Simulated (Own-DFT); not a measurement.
# Response to strain: hcp Ru, 36 atoms (Ru36)

Calculated results; nothing here was measured. The program, named Own-DFT, is a retired in-house plane-wave density functional code that no person has reviewed. Each row is one single-point run on a periodic cell that was not relaxed, without spin or spin-orbit coupling.

Settings of every run: PBE; PseudoDojo norm-conserving scalar-relativistic files; cutoff 50 hartree; 5 x 5 x 4 k mesh centred on Gamma; cold (Marzari-Vanderbilt) smearing of 0.2 eV.

Known limits: forces on such cells failed a check on a denser k mesh; stress not checked against mesh or cutoff.

Unstrained cell vectors in Å: (8.118, 0.000, 0.000); (-4.059, 7.030, 0.000); (0.000, 0.000, 8.563). The unstrained cell has measured lattice constants (interpolated for alloys), not those of this functional. That, the random moves and any unrelaxed bonds set the pressure at no strain. Each run strains this cell uniformly, with the atoms carried along. Every atom was also moved at random, by a Gaussian of width 0.05 Å on each axis. Strain is the symmetric tensor, in per cent. Stress is positive in tension, and the pressure is minus a third of its trace.

```
run  e_xx (%)  e_yy (%)  e_zz (%)  e_yz (%)  e_xz (%)  e_xy (%)  s_xx (GPa)  s_yy (GPa)  s_zz (GPa)  s_yz (GPa)  s_xz (GPa)  s_xy (GPa)  P (GPa)  E (meV/atom)
  1      0.28     -0.02      1.23      1.18     -1.37      1.45       -4.06       -5.43       -0.12        4.20       -5.13        6.62     3.20          11.8
  2      1.96      0.56     -1.63      1.00     -0.33      1.41        1.50       -3.72      -13.33        3.99       -1.49        5.43     5.18           2.4
  3      1.75      1.86      0.53      0.10     -0.47     -0.49        6.63        5.80        2.27        0.39       -1.61       -1.88    -4.90           0.0
  4     -0.99     -1.96      1.46     -1.85     -0.74     -0.28      -15.41      -21.12       -3.67       -6.89       -2.78       -1.94    13.40          36.4
  5      0.37      0.67     -2.00      0.43      1.22     -0.48       -7.46       -6.91      -19.61        1.43        5.07       -1.83    11.33          13.1
  6      0.05     -1.67      1.49      1.77      0.46     -0.02       -8.34      -15.55       -1.88        6.34        1.48       -0.14     8.59          20.9
  7      0.53     -0.02      1.93      0.99     -1.03      1.44       -1.33       -3.43        5.41        3.55       -4.03        5.74    -0.22           3.8
  8     -1.41     -1.46      1.56      0.44     -1.06     -1.98      -16.95      -18.17       -3.71        1.51       -4.22       -9.41    12.94          41.3
  9     -1.00      0.96      1.11     -1.33      1.70     -1.24      -11.33       -2.21       -2.11       -4.67        5.61       -4.58     5.22          29.0
 10      0.16      1.80     -1.80     -1.50      1.57     -0.74       -6.97       -0.87      -16.83       -5.67        6.49       -2.82     8.22          22.8
 11     -0.90      1.24     -1.62      1.83      1.21      0.18      -13.68       -6.85      -19.56        7.42        4.41        0.62    13.36          43.1
 12     -1.85      1.60      0.74      1.82     -0.84      0.24      -14.11       -0.73       -3.18        6.52       -2.68        0.77     6.01           5.4
 13     -1.10     -1.08      1.99      1.14     -0.07      0.72      -12.80      -13.34        1.25        4.20       -0.10        3.03     8.30          13.2
 14     -0.85     -1.75      1.59     -1.71     -0.66     -1.80      -13.91      -18.45       -3.11       -6.50       -2.45       -8.20    11.82          36.9
 15     -1.44      1.31      1.05      1.10     -1.29      1.94      -13.79       -2.30       -1.93        3.93       -5.01        7.90     6.01          39.3
 16      1.42     -0.90      0.75     -0.47      0.40     -1.16           ?           ?           ?           ?           ?           ?        ?             ?
```

E is the free energy for each atom above the lowest run shown.

## Worked fit

Each stress component was fitted by least squares to a constant and the strains of the runs shown, as fractions, with shears doubled. Shear strains stay in the fit of a normal stress only where such slopes are resolved. The slopes, in GPa:

| stress | at no strain | per e_xx | per e_yy | per e_zz | scatter |
|---|---|---|---|---|---|
| s_xx | -8.1 | 600 ± 16 | 179 ± 15 | 163 ± 15 | 0.63 |
| s_yy | -8.7 | 211 ± 21 | 610 ± 20 | 188 ± 20 | 0.83 |
| s_zz | -8.4 | 208 ± 17 | 184 ± 16 | 666 ± 16 | 0.66 |

Each shear stress against twice its own strain: yz 186 ± 3, xz 181 ± 7, xy 216 ± 6 GPa. These are stiffnesses along x, y and z of the frame in which the cell vectors are given, which need not be the crystal's axes. The atoms are held to the strained lattice; where symmetry lets them move under strain, relaxing them would lower some slopes. The table should be nearly symmetric about its diagonal, and what it lacks of that shows the noise. A ninth of its sum, 334 ± 8 GPa, estimates the bulk modulus near the mean pressure of these runs, 7.2 GPa, so it lies above the value at zero pressure.

## Withheld run

Question: what normal stresses and pressure should run 16 give?

The fit gives s_xx = 0.0, s_yy = -9.8, s_zz = -2.1 and P = 3.9 GPa. The calculation gave 0.91, -9.64, -1.38 and P = 3.37 GPa.
